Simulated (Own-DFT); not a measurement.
# Computed records: SiC (4H silicon carbide, atoms displaced)

All values are calculated (Own-DFT development build). A calculation, not a measurement: plane-wave PBE density functional theory by an unreviewed code, no spin, of a simulated periodic cell, stress positive in tension, free energy of the whole cell less one offset for each atom, forces on such cells passed a denser k mesh, this cell's mesh not checked; offsets are fitted by least squares, one for each functional and potential file, so energies compare only between cells with the same atoms and settings and are not formation energies; the far tail of each file's local potential was reset to the Coulomb form; each entry is a single point on an unrelaxed cell, so the pressure reflects the starting lattice, mostly measured values (interpolated for alloys), from which strain is counted, and rises with the displacements; printed positions are rounded, which can move forces by about a meV/angstrom; the program, named Own-DFT, is a retired in-house code; no spin-orbit coupling.

Settings shared by all entries: functional PBE; potential files PseudoDojo norm-conserving, scalar-relativistic, standard set; wave cutoff 42 hartree; occupations Fermi-Dirac; smearing width 0.1 eV; hardware one NVIDIA H100; k mesh 4 x 4 x 3 centred on Gamma.

```yaml
- entry: 1
  formula: SiC
  kind: "4H silicon carbide, atoms displaced"
  structure:
    cell_angstrom: [[9.2481, 0.0, 0.0], [-4.6241, 8.0091, 0.0], [0.0, 0.0, 10.0681]]
    atoms_fractional:
      - [Si, 0.99228, 0.99265, 0.40561]
      - [Si, 0.10612, 0.22627, 0.1552]
      - [C, 0.00296, 0.00376, 0.09127]
      - [C, 0.12126, 0.23558, 0.35049]
      - [Si, 0.99071, 0.3276, 0.40295]
      - [Si, 0.11326, 0.56586, 0.16877]
      - [C, 0.99793, 0.32046, 0.09654]
      - [C, 0.10793, 0.557, 0.33632]
      - [Si, 0.99253, 0.66934, 0.4044]
      - [Si, 0.10419, 0.88185, 0.16078]
      - [C, 0.9929, 0.66928, 0.09869]
      - [C, 0.11923, 0.89122, 0.3547]
      - [Si, 0.34045, 0.00456, 0.39687]
      - [Si, 0.43218, 0.21662, 0.15237]
      - [C, 0.32229, 0.00292, 0.09747]
      - [C, 0.43979, 0.22387, 0.33481]
      - [Si, 0.3394, 0.33591, 0.40921]
      - [Si, 0.45179, 0.56894, 0.16133]
      - [C, 0.33886, 0.3371, 0.10772]
      - [C, 0.46141, 0.56146, 0.34206]
      - [Si, 0.33892, 0.67894, 0.41602]
      - [Si, 0.44718, 0.88903, 0.16111]
      - [C, 0.33781, 0.66027, 0.09416]
      - [C, 0.44549, 0.88662, 0.3445]
      - [Si, 0.67437, 0.00152, 0.40422]
      - [Si, 0.77474, 0.21876, 0.15275]
      - [C, 0.66997, 0.01708, 0.10078]
      - [C, 0.7756, 0.22675, 0.34119]
      - [Si, 0.67035, 0.33365, 0.40139]
      - [Si, 0.77077, 0.55468, 0.15008]
      - [C, 0.66486, 0.33602, 0.10148]
      - [C, 0.76498, 0.54439, 0.33699]
      - [Si, 0.67166, 0.67365, 0.40917]
      - [Si, 0.76533, 0.899, 0.14548]
      - [C, 0.65493, 0.65774, 0.08746]
      - [C, 0.76238, 0.88851, 0.34004]
      - [Si, 0.00202, 0.99352, 0.89185]
      - [Si, 0.90663, 0.78621, 0.65955]
      - [C, 0.01273, 0.99918, 0.58362]
      - [C, 0.88227, 0.77466, 0.83701]
      - [Si, 0.99074, 0.66188, 0.90713]
      - [Si, 0.88546, 0.44242, 0.66484]
      - [C, 0.00523, 0.66627, 0.60126]
      - [C, 0.89225, 0.4505, 0.85524]
      - [Si, 0.00014, 0.33546, 0.90009]
      - [Si, 0.89111, 0.10386, 0.64168]
      - [C, 0.00624, 0.34295, 0.59341]
      - [C, 0.88515, 0.11632, 0.8468]
      - [Si, 0.66313, 0.00267, 0.90458]
      - [Si, 0.56036, 0.78839, 0.65472]
      - [C, 0.66563, 0.99624, 0.59971]
      - [C, 0.53821, 0.7704, 0.84787]
      - [Si, 0.67611, 0.67297, 0.89982]
      - [Si, 0.55557, 0.44186, 0.6528]
      - [C, 0.67651, 0.67899, 0.59911]
      - [C, 0.55849, 0.44913, 0.84723]
      - [Si, 0.65793, 0.32748, 0.90659]
      - [Si, 0.54985, 0.11474, 0.65203]
      - [C, 0.67471, 0.31764, 0.60033]
      - [C, 0.55293, 0.11528, 0.84018]
      - [Si, 0.34016, 0.01048, 0.91109]
      - [Si, 0.2217, 0.79015, 0.6511]
      - [C, 0.34047, 0.00744, 0.60115]
      - [C, 0.22715, 0.78805, 0.84812]
      - [Si, 0.3264, 0.66245, 0.91342]
      - [Si, 0.22233, 0.44404, 0.66497]
      - [C, 0.32535, 0.65764, 0.59116]
      - [C, 0.23178, 0.44409, 0.84356]
      - [Si, 0.32927, 0.32544, 0.90937]
      - [Si, 0.21202, 0.09483, 0.64499]
      - [C, 0.32804, 0.33692, 0.59864]
      - [C, 0.22325, 0.10388, 0.84077]
  results:
    "free_energy_of_cell_above_offsets [eV]": "-3.196"
    "pressure [GPa]": 5.94
    "stress_xx [GPa]": -5.82
    "stress_yy [GPa]": -6.76
    "stress_zz [GPa]": -5.24
    "stress_yz [GPa]": 0.09
    "stress_xz [GPa]": -0.35
    "stress_xy [GPa]": 0.11
    force_element: [Si, Si, C, C, Si, Si, C, C, Si, Si, C, C, Si, Si, C, C, Si, Si, C, C, Si, Si, C, C, Si, Si, C, C, Si, Si, C, C, Si, Si, C, C, Si, Si, C, C, Si, Si, C, C, Si, Si, C, C, Si, Si, C, C, Si, Si, C, C, Si, Si, C, C, Si, Si, C, C, Si, Si, C, C, Si, Si, C, C]
    "force_x [eV/angstrom]": [0.53, 3.249, -0.914, -1.323, 1.471, 0.403, -2.781, 0.097, 1.281, -1.025, 0.907, -1.917, -0.034, 1.564, 2.088, 1.462, -0.748, 0.586, -2.225, -2.561, 0.31, -1.24, -2.64, 0.111, -3.009, 0.017, -1.678, 0.968, -1.497, -0.218, -0.075, 0.774, 0.046, 3.883, 1.316, 3.864, -1.314, -1.969, -3.477, 1.84, 1.485, 1.689, -1.496, -0.75, 1.133, -0.679, -0.549, 1.443, -0.24, -0.768, -0.402, 2.541, -3.662, 0.072, 0.653, 0.013, 0.618, 2.49, -2.646, 0.659, -0.373, 2.61, -0.845, -0.708, -0.246, -0.289, 0.263, -2.027, 0.631, 2.277, 2.044, -1.062]
    "force_y [eV/angstrom]": [1.91, -1.152, -1.038, -2.439, 2.188, -1.755, 3.313, 0.455, -1.522, 1.753, -0.859, -0.635, 0.509, 1.538, -1.503, -0.474, 1.021, -3.021, 0.378, -0.067, -3.102, 0.01, 1.9, 1.435, 1.087, 4.276, -3.84, -1.684, -0.837, 0.211, -1.7, 2.952, -0.985, -1.803, 2.993, -0.202, 1.653, -1.826, -1.459, 0.895, 2.624, 0.392, -0.354, -1.842, -0.077, 2.1, -1.712, -1.606, -0.536, -3.378, 1.962, 1.983, -1.504, 0.445, -0.951, -0.996, 1.681, -1.943, 4.017, -0.411, -2.032, -2.104, -1.077, -1.417, 0.293, 0.345, 2.418, -0.268, 1.066, 4.9, -1.366, 0.77]
    "force_z [eV/angstrom]": [-2.414, 1.437, -0.058, -0.934, 0.621, -4.889, -1.576, 5.188, 0.436, -0.107, -0.97, -1.779, 1.639, 0.981, -0.285, 2.455, -0.254, -0.19, -2.642, 1.722, -2.524, -1.296, 1.04, 0.418, 1.317, 1.285, -2.863, 0.061, 0.924, 0.962, -2.049, 1.485, -0.019, 0.96, -0.339, -0.698, 2.968, -1.711, 1.058, 1.01, 0.838, -0.153, -1.622, -1.582, 1.956, 2.513, 0.144, -1.957, -0.102, 1.456, -2.326, -0.694, 0.929, 1.161, -0.816, -0.964, 1.062, 2.177, -2.591, 0.678, -0.344, 2.088, -3.498, -0.186, -1.361, -1.938, 1.974, 1.459, 0.569, 2.634, -1.006, -0.868]
    "wall_time [s]": 340.5
- entry: 2
  formula: SiC
  kind: "4H silicon carbide, atoms displaced"
  structure:
    cell_angstrom: [[9.2481, 0.0, 0.0], [-4.6241, 8.0091, 0.0], [0.0, 0.0, 10.0681]]
    atoms_fractional:
      - [Si, 0.00575, 0.00462, 0.40655]
      - [Si, 0.09906, 0.22215, 0.16226]
      - [C, 0.99017, 0.98886, 0.09034]
      - [C, 0.1044, 0.21888, 0.33142]
      - [Si, 0.00117, 0.3372, 0.40658]
      - [Si, 0.12317, 0.5611, 0.14883]
      - [C, 0.00726, 0.34074, 0.09648]
      - [C, 0.11468, 0.55669, 0.33436]
      - [Si, 0.00531, 0.65905, 0.39771]
      - [Si, 0.11879, 0.88697, 0.15201]
      - [C, 0.99987, 0.67328, 0.08697]
      - [C, 0.1074, 0.88772, 0.3419]
      - [Si, 0.33141, 0.00591, 0.40591]
      - [Si, 0.45984, 0.23165, 0.1613]
      - [C, 0.32884, 0.99223, 0.09801]
      - [C, 0.44753, 0.23613, 0.34309]
      - [Si, 0.32989, 0.32501, 0.40073]
      - [Si, 0.45525, 0.56638, 0.16006]
      - [C, 0.33494, 0.32545, 0.0884]
      - [C, 0.44843, 0.55457, 0.34399]
      - [Si, 0.34116, 0.66628, 0.41271]
      - [Si, 0.45213, 0.88441, 0.14766]
      - [C, 0.3364, 0.66909, 0.0892]
      - [C, 0.44043, 0.87648, 0.34455]
      - [Si, 0.66519, 0.9898, 0.39985]
      - [Si, 0.77931, 0.21985, 0.16253]
      - [C, 0.66413, 0.98532, 0.0951]
      - [C, 0.78592, 0.22185, 0.34591]
      - [Si, 0.6558, 0.33597, 0.41469]
      - [Si, 0.77011, 0.5537, 0.15698]
      - [C, 0.66991, 0.34392, 0.09798]
      - [C, 0.78342, 0.55597, 0.34493]
      - [Si, 0.659, 0.66423, 0.40602]
      - [Si, 0.78431, 0.90026, 0.15016]
      - [C, 0.66456, 0.65956, 0.08661]
      - [C, 0.78501, 0.88414, 0.34114]
      - [Si, 0.01291, 0.00268, 0.90826]
      - [Si, 0.88673, 0.77212, 0.65254]
      - [C, 0.99938, 0.0034, 0.59207]
      - [C, 0.88608, 0.78368, 0.84737]
      - [Si, 0.00202, 0.66436, 0.89932]
      - [Si, 0.88225, 0.43409, 0.65525]
      - [C, 0.99629, 0.66432, 0.59237]
      - [C, 0.89655, 0.4474, 0.83481]
      - [Si, 0.98582, 0.33322, 0.90553]
      - [Si, 0.89898, 0.12261, 0.65695]
      - [C, 0.0119, 0.3439, 0.60241]
      - [C, 0.88781, 0.11393, 0.85073]
      - [Si, 0.65819, 0.99901, 0.90305]
      - [Si, 0.55465, 0.78509, 0.65571]
      - [C, 0.66509, 0.9958, 0.59683]
      - [C, 0.5544, 0.77499, 0.85014]
      - [Si, 0.67121, 0.68226, 0.91048]
      - [Si, 0.53973, 0.43215, 0.65714]
      - [C, 0.66506, 0.66443, 0.59033]
      - [C, 0.56066, 0.44879, 0.84013]
      - [Si, 0.67245, 0.33573, 0.90189]
      - [Si, 0.54994, 0.1019, 0.65961]
      - [C, 0.65321, 0.32356, 0.58726]
      - [C, 0.55947, 0.10196, 0.84497]
      - [Si, 0.32751, 0.99092, 0.89746]
      - [Si, 0.21252, 0.77868, 0.65365]
      - [C, 0.33948, 0.99553, 0.59025]
      - [C, 0.22882, 0.77693, 0.84418]
      - [Si, 0.34068, 0.66682, 0.9178]
      - [Si, 0.22347, 0.43098, 0.67213]
      - [C, 0.32818, 0.66674, 0.59849]
      - [C, 0.2249, 0.45008, 0.84409]
      - [Si, 0.32751, 0.33403, 0.90579]
      - [Si, 0.23275, 0.12568, 0.649]
      - [C, 0.33676, 0.33246, 0.59244]
      - [C, 0.21594, 0.09929, 0.84406]
  results:
    "free_energy_of_cell_above_offsets [eV]": "-4.451"
    "pressure [GPa]": 5.79
    "stress_xx [GPa]": -5.96
    "stress_yy [GPa]": -4.0
    "stress_zz [GPa]": -7.4
    "stress_yz [GPa]": 0.43
    "stress_xz [GPa]": -0.35
    "stress_xy [GPa]": -0.57
    force_element: [Si, Si, C, C, Si, Si, C, C, Si, Si, C, C, Si, Si, C, C, Si, Si, C, C, Si, Si, C, C, Si, Si, C, C, Si, Si, C, C, Si, Si, C, C, Si, Si, C, C, Si, Si, C, C, Si, Si, C, C, Si, Si, C, C, Si, Si, C, C, Si, Si, C, C, Si, Si, C, C, Si, Si, C, C, Si, Si, C, C]
    "force_x [eV/angstrom]": [-0.842, 2.967, 2.135, 0.832, 0.835, -2.456, -1.69, 1.372, -1.476, -2.601, 0.924, 1.159, 1.257, -2.578, 2.662, 1.181, -2.179, -0.549, -1.179, -1.237, -1.455, -2.675, 1.127, -0.19, 0.174, -0.289, -1.352, -2.222, 2.819, 1.875, 2.118, -1.387, 2.812, 1.365, -0.501, -1.325, -3.515, -1.127, 1.102, 1.645, -0.915, -0.503, 0.152, -2.128, 3.335, -1.041, -0.52, 0.433, 3.855, 0.701, 0.62, -0.797, 1.197, 3.148, -0.911, -0.739, -1.103, 1.148, 0.966, -3.516, 0.66, 1.869, -2.279, -0.717, -0.757, -1.006, 0.802, -0.444, 1.806, -0.347, -2.115, 1.614]
    "force_y [eV/angstrom]": [-1.278, -0.802, 2.501, 0.77, 0.178, -0.005, -0.681, -0.382, 1.534, 0.009, -1.924, 0.263, -1.465, -1.924, 2.079, -2.616, 2.049, -2.4, 1.122, -0.769, -0.855, 0.288, -0.595, 2.245, 0.869, 0.812, 3.667, -0.721, 0.362, 1.944, -2.409, -0.514, 0.754, -3.768, 1.768, 0.469, -0.862, 0.987, 0.392, -0.634, 1.492, 1.549, -0.925, -0.238, -0.396, -1.975, -1.353, -0.392, -1.366, -2.368, 1.979, 1.15, -2.455, 3.216, -0.385, -0.602, -0.075, 0.583, 0.093, 2.458, 1.326, -0.977, 0.964, -1.069, -0.145, 3.262, -0.77, -1.085, -0.553, -4.719, 0.353, 2.964]
    "force_z [eV/angstrom]": [-0.572, -4.836, 0.431, 5.246, 0.121, 0.767, -1.329, 1.293, 1.126, 0.997, 0.393, 0.264, -1.076, -1.963, -1.482, 0.278, 0.073, -1.521, 1.91, 0.151, -0.29, 2.463, 2.329, -1.025, 1.209, -0.894, -1.485, 0.809, -3.027, 0.285, -1.664, 0.021, 0.175, 1.756, 2.187, -0.215, 0.01, 0.653, 0.108, -1.501, 0.794, -1.416, -0.606, 1.409, 0.988, 0.61, -2.031, -0.952, 1.341, 0.761, -1.037, -1.237, -1.621, 0.168, 0.791, 0.728, 0.681, -1.169, 3.549, -0.54, 2.325, 0.434, 0.425, -0.542, -4.259, -3.438, -0.036, 2.791, 0.487, 1.586, -1.411, -1.746]
    "wall_time [s]": 346.8
- entry: 3
  formula: SiC
  kind: "4H silicon carbide, atoms displaced"
  structure:
    cell_angstrom: [[9.2481, 0.0, 0.0], [-4.6241, 8.0091, 0.0], [0.0, 0.0, 10.0681]]
    atoms_fractional:
      - [Si, 0.99676, 0.98554, 0.39984]
      - [Si, 0.10382, 0.22747, 0.15877]
      - [C, 0.99581, 0.99261, 0.09477]
      - [C, 0.10757, 0.22909, 0.34192]
      - [Si, 0.01315, 0.33333, 0.41216]
      - [Si, 0.12008, 0.55684, 0.1584]
      - [C, 0.00412, 0.33547, 0.09678]
      - [C, 0.11457, 0.55453, 0.33367]
      - [Si, 0.00165, 0.65942, 0.40945]
      - [Si, 0.12463, 0.8942, 0.15983]
      - [C, 0.99857, 0.67584, 0.09998]
      - [C, 0.10498, 0.87373, 0.34577]
      - [Si, 0.32971, 0.00032, 0.39889]
      - [Si, 0.45645, 0.22262, 0.15548]
      - [C, 0.33732, 0.0007, 0.09506]
      - [C, 0.43978, 0.2117, 0.3401]
      - [Si, 0.32124, 0.322, 0.40771]
      - [Si, 0.43925, 0.54525, 0.1533]
      - [C, 0.34625, 0.35395, 0.10004]
      - [C, 0.43817, 0.54206, 0.34596]
      - [Si, 0.32375, 0.66727, 0.40287]
      - [Si, 0.45595, 0.89095, 0.15673]
      - [C, 0.33903, 0.6691, 0.08819]
      - [C, 0.43212, 0.88094, 0.33706]
      - [Si, 0.67073, 0.99673, 0.40759]
      - [Si, 0.78497, 0.22772, 0.15198]
      - [C, 0.65935, 0.99702, 0.09523]
      - [C, 0.77984, 0.21572, 0.33618]
      - [Si, 0.66529, 0.32327, 0.39952]
      - [Si, 0.76971, 0.54859, 0.15051]
      - [C, 0.66796, 0.33516, 0.08744]
      - [C, 0.79439, 0.56392, 0.34626]
      - [Si, 0.67428, 0.67342, 0.40451]
      - [Si, 0.78209, 0.88129, 0.16117]
      - [C, 0.66972, 0.66396, 0.09971]
      - [C, 0.78437, 0.89926, 0.34551]
      - [Si, 0.9985, 0.99904, 0.90958]
      - [Si, 0.88083, 0.76188, 0.65403]
      - [C, 0.98732, 0.98719, 0.59534]
      - [C, 0.88434, 0.78101, 0.82952]
      - [Si, 0.01383, 0.66789, 0.9021]
      - [Si, 0.88358, 0.44, 0.65107]
      - [C, 0.99255, 0.66099, 0.60128]
      - [C, 0.89564, 0.44861, 0.84909]
      - [Si, 0.00298, 0.33988, 0.90786]
      - [Si, 0.89377, 0.12018, 0.65051]
      - [C, 0.99905, 0.32613, 0.59228]
      - [C, 0.89174, 0.10703, 0.84403]
      - [Si, 0.67193, 0.00597, 0.9051]
      - [Si, 0.5569, 0.78013, 0.65439]
      - [C, 0.66567, 0.99503, 0.59622]
      - [C, 0.54948, 0.77974, 0.84624]
      - [Si, 0.66342, 0.65999, 0.90058]
      - [Si, 0.56339, 0.45211, 0.66237]
      - [C, 0.6635, 0.66536, 0.58902]
      - [C, 0.54001, 0.42775, 0.83284]
      - [Si, 0.66675, 0.33463, 0.90876]
      - [Si, 0.57059, 0.1212, 0.65321]
      - [C, 0.65732, 0.33371, 0.59566]
      - [C, 0.56347, 0.10293, 0.84275]
      - [Si, 0.33535, 0.00336, 0.90122]
      - [Si, 0.20716, 0.76794, 0.66155]
      - [C, 0.3284, 0.99009, 0.59108]
      - [C, 0.22048, 0.78164, 0.84311]
      - [Si, 0.32393, 0.66825, 0.91053]
      - [Si, 0.23685, 0.44883, 0.65902]
      - [C, 0.33671, 0.67214, 0.58989]
      - [C, 0.22606, 0.45397, 0.84571]
      - [Si, 0.33596, 0.33115, 0.90038]
      - [Si, 0.22849, 0.11293, 0.65908]
      - [C, 0.3407, 0.33674, 0.58712]
      - [C, 0.20432, 0.09869, 0.8406]
  results:
    "free_energy_of_cell_above_offsets [eV]": "-4.213"
    "pressure [GPa]": 5.79
    "stress_xx [GPa]": -4.76
    "stress_yy [GPa]": -5.68
    "stress_zz [GPa]": -6.93
    "stress_yz [GPa]": 0.34
    "stress_xz [GPa]": 0.88
    "stress_xy [GPa]": -0.4
    force_element: [Si, Si, C, C, Si, Si, C, C, Si, Si, C, C, Si, Si, C, C, Si, Si, C, C, Si, Si, C, C, Si, Si, C, C, Si, Si, C, C, Si, Si, C, C, Si, Si, C, C, Si, Si, C, C, Si, Si, C, C, Si, Si, C, C, Si, Si, C, C, Si, Si, C, C, Si, Si, C, C, Si, Si, C, C, Si, Si, C, C]
    "force_x [eV/angstrom]": [0.12, 2.878, 1.001, 2.392, -3.315, -1.562, -1.068, -0.796, 0.773, -1.886, 1.807, 0.277, 0.671, -2.626, 0.679, -0.111, 1.624, 0.243, 0.136, -0.048, 2.629, -2.555, -0.409, 1.706, -2.077, -0.495, 3.442, -0.101, -0.315, 2.078, 0.739, -2.707, -0.768, -1.703, -1.361, -0.05, -1.102, -1.571, 1.475, 0.899, -4.059, 0.57, 1.222, -1.191, 0.942, 0.811, 0.085, -0.88, 1.393, -0.329, 0.292, 0.843, -0.591, -1.387, 0.235, 2.289, 0.699, -1.93, 2.176, -2.902, 0.157, 2.343, 0.265, 1.291, 2.076, -1.489, -1.046, 0.398, -2.664, -1.224, -0.206, 2.873]
    "force_y [eV/angstrom]": [2.217, -1.103, 1.743, -3.038, 0.761, 1.013, 0.86, -0.92, 0.1, -1.07, -1.633, 2.005, -1.829, -0.096, 0.612, 1.752, 1.307, 6.554, -8.623, 2.091, -0.636, -1.278, -0.214, 1.198, 0.375, -1.466, 1.633, 0.913, 1.49, 2.047, -0.409, -2.546, -1.925, 0.879, -0.397, -2.459, -1.523, 2.837, 1.475, -1.473, 0.474, -0.469, -1.086, -0.762, -1.658, -4.015, 3.099, 1.975, -2.139, -0.613, 2.013, -0.7, 1.173, -0.84, 0.03, 1.866, -0.78, -2.966, 0.346, 2.605, -0.145, 1.596, 1.306, 0.339, 0.898, 0.163, -0.99, -1.493, -0.675, -1.339, -0.838, 2.403]
    "force_z [eV/angstrom]": [2.327, -0.611, 0.557, 0.048, -1.493, -2.108, -1.416, 3.631, -0.195, -0.479, -1.907, -0.393, 1.835, -0.157, -1.165, 0.234, -1.296, 2.767, -3.621, -0.483, 0.282, -0.371, 1.788, 1.306, -0.319, 0.187, -0.893, 1.767, 0.812, 1.792, 1.176, -0.922, -0.462, -1.035, -1.659, -0.704, -0.678, -0.723, -1.335, 3.66, 2.066, 1.294, -2.064, -1.338, -0.308, 1.63, 0.344, -0.006, 0.934, 1.012, -1.24, -0.406, 0.687, -4.242, 0.811, 3.298, -2.171, 0.502, -1.3, -0.411, 0.753, -1.484, 0.424, 0.178, -1.407, -0.881, 0.631, -0.327, 1.991, -2.07, 2.29, 1.065]
    "wall_time [s]": 375.0
```
